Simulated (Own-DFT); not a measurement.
# Energy and forces against displacement in zincblende GaP, 96 atoms (Ga48P48)

All numbers below are calculated, not measured. They come from Own-DFT, an in-house plane-wave density functional program, since retired, whose code no person has reviewed. Each row is one single-point run on a periodic cell that was not relaxed, without spin or spin-orbit coupling.

Settings of every run: PBE; PseudoDojo norm-conserving scalar-relativistic files; cutoff 42 hartree; 2 x 3 x 3 k mesh centred on Gamma; Fermi-Dirac smearing of 0.1 eV.

Known limits, some of them of some rows only: some atoms lie very close together; forces on such cells moved up to 12 meV/angstrom on a denser k mesh; forces on such cells passed a denser k mesh, each cell not checked; stress not checked against mesh or cutoff.

Cell vectors in Å: (16.352, 0.000, 0.000); (0.000, 10.901, 0.000); (0.000, 0.000, 10.901). In each run every atom was moved at random and independently from its ideal site; u is the rms move along one axis. E is the free energy for each atom above the fitted value at u = 0, and F the rms of the force components.

| run | u (Å) | E (meV/atom) | F (eV/Å) | largest force (eV/Å) | P (GPa) |
|---|---|---|---|---|---|
| 1 | 0.0199 | 6.8 | 0.280 | 0.99 | 2.71 |
| 2 | 0.0200 | 6.3 | 0.265 | 1.03 | 2.71 |
| 3 | 0.0503 | 45.0 | 0.744 | 3.41 | 3.27 |
| 4 | 0.0526 | 48.0 | 0.770 | 3.87 | 3.31 |
| 5 | 0.0528 | ? | ? | ? | ? |
| 6 | 0.0974 | 166.3 | 1.523 | 8.12 | 5.06 |
| 7 | 0.1036 | 185.2 | 1.604 | 7.94 | 5.25 |
| 8 | 0.1098 | 179.0 | 1.470 | 5.81 | 5.06 |
| 9 | 0.1483 | 441.5 | 3.038 | 19.00 | 9.18 |
| 10 | 0.1874 | 731.4 | 4.340 | 21.02 | 13.57 |

## Worked fit

For small independent moves the energy grows as E = (3/2) K u², with K the mean stiffness felt by one atom. The runs with u up to 0.11 Å give K = 11.2 ± 0.4 eV/Å², with residuals divided by u² + 0.0006 Å², since the noise grows with the moves. The scatter is 3.2 meV/atom at u = 0.05 Å. The forces follow F = G u with G = 14.5 eV/Å²; no force at u = 0 is resolved. G exceeds K because the moves of its neighbours add to the force on an atom, and stiffness differs between atoms. At u = 0.187 Å the parabola gives 592 meV/atom and the run 731. The pressure follows P = 2.67 + 226 u² GPa: at fixed volume, shortened bonds push harder than stretched ones pull.

## Withheld run

Question: what energy and rms force should run 5 give?

The fit gives 47 ± 4 meV/atom and about 0.77 eV/Å. The calculation gave 51.0 meV/atom and 0.802 eV/Å.
